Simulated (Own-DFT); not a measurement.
# Shaking the atoms of beta-Si3N4, 112 atoms (N64Si48)

Calculated results; nothing here was measured. The program, named Own-DFT, is a retired in-house plane-wave density functional code that no person has reviewed. Each row is one single-point run on a periodic cell that was not relaxed, without spin or spin-orbit coupling.

Settings of every run: PBE; PseudoDojo norm-conserving scalar-relativistic files; cutoff 42 hartree; 2 x 2 x 4 k mesh centred on Gamma; Fermi-Dirac smearing of 0.1 eV.

Known limits, some of them of some rows only: some atoms lie very close together; forces on such cells moved up to 12 meV/angstrom on a denser k mesh; stress not checked against mesh or cutoff.

Cell vectors in Å: (15.212, 0.000, 0.000); (-7.606, 13.174, 0.000); (0.000, 0.000, 5.818). In each run every atom was moved at random and independently from its ideal site; u is the rms move along one axis. E is the free energy for each atom above the fitted value at u = 0, and F the rms of the force components.

```
run   u (Å)  E (meV/atom)  F (eV/Å)  largest force (eV/Å)  P (GPa)
  1  0.0190          18.5     0.865                  3.42     5.52
  2  0.0198          18.3     0.841                  3.05     5.50
  3  0.0460          94.1     1.837                  7.39     7.27
  4  0.0497             ?         ?                     ?        ?
  5  0.0513         133.0     2.307                  9.07     9.04
  6  0.0975         494.4     5.258                 39.17    18.44
  7  0.1015         467.0     4.814                 27.69    17.73
  8  0.1489        1001.8     7.751                 35.12    30.46
```

## Worked fit

For small independent moves the energy grows as E = (3/2) K u², with K the mean stiffness felt by one atom. The runs with u up to 0.11 Å give K = 32.2 ± 1.3 eV/Å², with residuals divided by u² + 0.0006 Å², since the noise grows with the moves. The scatter is 9.1 meV/atom at u = 0.05 Å. The forces follow F = G u with G = 45.9 eV/Å²; no force at u = 0 is resolved. G exceeds K because the moves of its neighbours add to the force on an atom, and stiffness differs between atoms. At u = 0.149 Å the parabola gives 1071 meV/atom and the run 1002. The pressure follows P = 5.03 + 1316 u² GPa: at fixed volume, shortened bonds push harder than stretched ones pull.

## Withheld run

Question: what energy and rms force should run 4 give?

The fit gives 119 ± 10 meV/atom and about 2.28 eV/Å. The calculation gave 123.7 meV/atom and 2.213 eV/Å.
